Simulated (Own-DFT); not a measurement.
# Computed records: SiC (2H silicon carbide, strained, atoms displaced)

All values are calculated (Own-DFT development build). A calculation, not a measurement: plane-wave PBE density functional theory by an unreviewed code, no spin, of a simulated periodic cell, stress positive in tension, free energy of the whole cell less one offset for each atom, forces on such cells passed a denser k mesh, this cell's mesh not checked; offsets are fitted by least squares, one for each functional and potential file, so energies compare only between cells with the same atoms and settings and are not formation energies; the far tail of each file's local potential was reset to the Coulomb form; each entry is a single point on an unrelaxed cell, so the pressure reflects the starting lattice, mostly measured values (interpolated for alloys), from which strain is counted, and rises with the displacements; printed positions are rounded, which can move forces by about a meV/angstrom; the program, named Own-DFT, is a retired in-house code; no spin-orbit coupling.

Common to all runs: functional PBE; potential files PseudoDojo norm-conserving, scalar-relativistic, standard set; wave cutoff 42 hartree; occupations Fermi-Dirac; smearing width 0.1 eV; hardware one NVIDIA H100; k mesh 5 x 5 x 3 centred on Gamma.

(1) 
```xyz
32
Lattice="6.1415 0.0070 0.0725 -3.0647 5.4111 0.0242 0.1185 0.1141 10.2079" Properties=species:S:1:pos:R:3:force_x:R:1:force_y:R:1:force_z:R:1 formula=SiC free_energy_of_cell_above_offsets=-1.869 pressure=0.77 stress_xx=-4.66 stress_yy=1.07 stress_zz=1.29 stress_yz=4.27 stress_xz=4.2 stress_xy=1.84 wall_time=135.7
Si     0.1064     0.0085     0.0135     -4.372      1.297          1
Si     0.1786     1.8662     2.4442     -3.624     -1.099      2.762
C      3.0846     5.4265     2.0146      2.237      1.011     -0.205
C     -0.0204     1.8744     4.5177      2.302      0.039     -1.606
Si     0.0701     0.0825     5.0002     -0.847     -0.365      1.095
Si     0.0685     1.8696     7.6983      2.025     -0.287     -1.038
C      0.0753     0.0997     6.9359       0.98     -0.076      1.138
C      0.1220     1.9118     9.5288      0.328     -0.066      2.061
Si    -1.4801     2.6566     0.0316     -1.691      1.153      -1.22
Si    -1.4708     4.5547     2.6001      0.028     -1.037     -0.654
C      4.6210     2.7154     1.9727      2.189      0.876     -0.217
C     -1.4367     4.5094     4.4873     -1.057      1.726     -0.488
Si    -1.4517     2.8331     5.1236     -1.353     -2.801      0.384
Si    -1.4337     4.6543     7.6926      0.373     -0.598     -0.444
C     -1.3306     2.7542     7.0624     -2.922      2.159     -0.521
C     -1.4947     4.7127     9.6235      3.782     -3.079     -1.318
Si     3.0425     0.0284     0.0580      0.047     -0.209     -0.737
Si     3.1808     1.7880     2.4950     -1.254     -0.683      2.329
C      0.1477     5.3096     1.9482     -2.681      2.427     -0.084
C      3.1265     1.8053     4.4707     -0.376      0.873      0.435
Si     0.0225     5.4254     5.1731      1.558       1.42     -0.672
Si     3.1613     1.9547     7.7356      0.715     -1.129      -1.21
C      3.1789     0.1126     6.9972     -0.086       0.09      2.046
C      3.1352     1.9240     9.5950      0.868      0.466      1.602
Si     1.5177     2.8383     0.0671      0.477     -4.972     -0.298
Si     1.6128     4.4783     2.5691      0.322      1.361      2.743
C      1.5899     2.8072     1.9397      1.781     -2.199     -0.872
C      1.5842     4.5866     4.5628      0.344     -1.294     -1.157
Si     1.5717     2.7422     5.2132      0.673      0.326     -1.543
Si     1.7028     4.6019     7.7436     -1.715      0.187     -0.126
C      1.6473     2.8300     7.0926     -0.266     -0.504      0.271
C      1.5988     4.5585     9.7805      1.215      4.984     -3.456
```

Units: free_energy_of_cell_above_offsets in eV; pressure, stress_xx, stress_yy, stress_zz, stress_yz, stress_xz, stress_xy in GPa; wall_time in s; force_x, force_y, force_z in eV/Å.

(2) 
```xyz
32
Lattice="6.2516 0.0199 0.1161 -3.1086 5.2519 -0.0388 0.1895 0.0363 10.2319" Properties=species:S:1:pos:R:3:force_x:R:1:force_y:R:1:force_z:R:1 formula=SiC free_energy_of_cell_above_offsets=-2.862 pressure=1.55 stress_xx=4.11 stress_yy=-11.29 stress_zz=2.52 stress_yz=1.92 stress_xz=4.28 stress_xy=1.54 wall_time=119.2
Si     0.2121     0.0518    10.2212     -0.262     -0.688     -0.676
Si     0.0845     1.7367     2.4666      0.033      0.609      1.775
C      0.1249     0.0453     1.8617     -1.089     -2.332       0.44
C      0.1042     1.7351     4.4795     -0.863      1.248     -1.564
Si     6.2755     0.0816     5.2099      0.797     -2.006      0.209
Si     0.1569     1.7478     7.7395      0.342      1.176     -1.312
C     -2.9594     5.2737     6.9375      -1.44      0.441      0.641
C      0.2447     1.8168     9.5925     -0.737     -0.431      0.661
Si    -1.3133     2.7395    10.2091     -0.962     -2.856     -0.057
Si    -1.5003     4.3070     2.5458      0.211       1.29      0.519
C      4.7629     2.5818     2.0139     -0.296      0.832     -0.584
C     -1.5082     4.3720     4.5444      0.743      2.133      -2.17
Si    -1.4169     2.6966     5.0866     -0.718     -2.375       1.64
Si    -1.4821     4.4823     7.6476      1.712     -2.259     -1.138
C     -1.3755     2.6252     7.1017      -0.45      0.625     -1.454
C     -1.3308     4.3626     9.4723     -1.096      2.364      1.673
Si     0.1036     5.2619    10.2395      2.552      1.246     -1.298
Si     3.1395     1.7687     2.5968      1.595     -0.761      0.568
C      3.1618     0.0197     1.8984     -0.498     -1.074      1.325
C      3.3023     1.7380     4.5276     -1.433      1.966     -0.658
Si     3.2610     0.0549     5.1276     -1.388     -1.226        1.4
Si     3.3025     1.7905     7.7751      0.051     -0.065     -0.386
C      0.0924     5.2700     7.0522      1.371      0.389     -0.454
C      3.3339     1.8503     9.6832     -0.002     -0.948      0.087
Si     1.7478     2.7058    10.2239      1.384     -0.511      0.665
Si     1.5840     4.4081     2.5789      1.072      0.191     -1.011
C      1.6575     2.6016     1.9832     -1.273      1.628      -1.25
C      1.6478     4.4430     4.4302      0.176      -1.25      1.325
Si     1.5800     2.5723     5.1078      2.864      1.478      1.038
Si     1.7212     4.3812     7.6689     -0.594      1.594      0.373
C      1.7562     2.6819     7.1209     -0.933     -1.907     -1.683
C      1.8103     4.4060     9.5539     -0.871       1.48      1.355
```

Units: free_energy_of_cell_above_offsets in eV; pressure, stress_xx, stress_yy, stress_zz, stress_yz, stress_xz, stress_xy in GPa; wall_time in s; force_x, force_y, force_z in eV/Å.
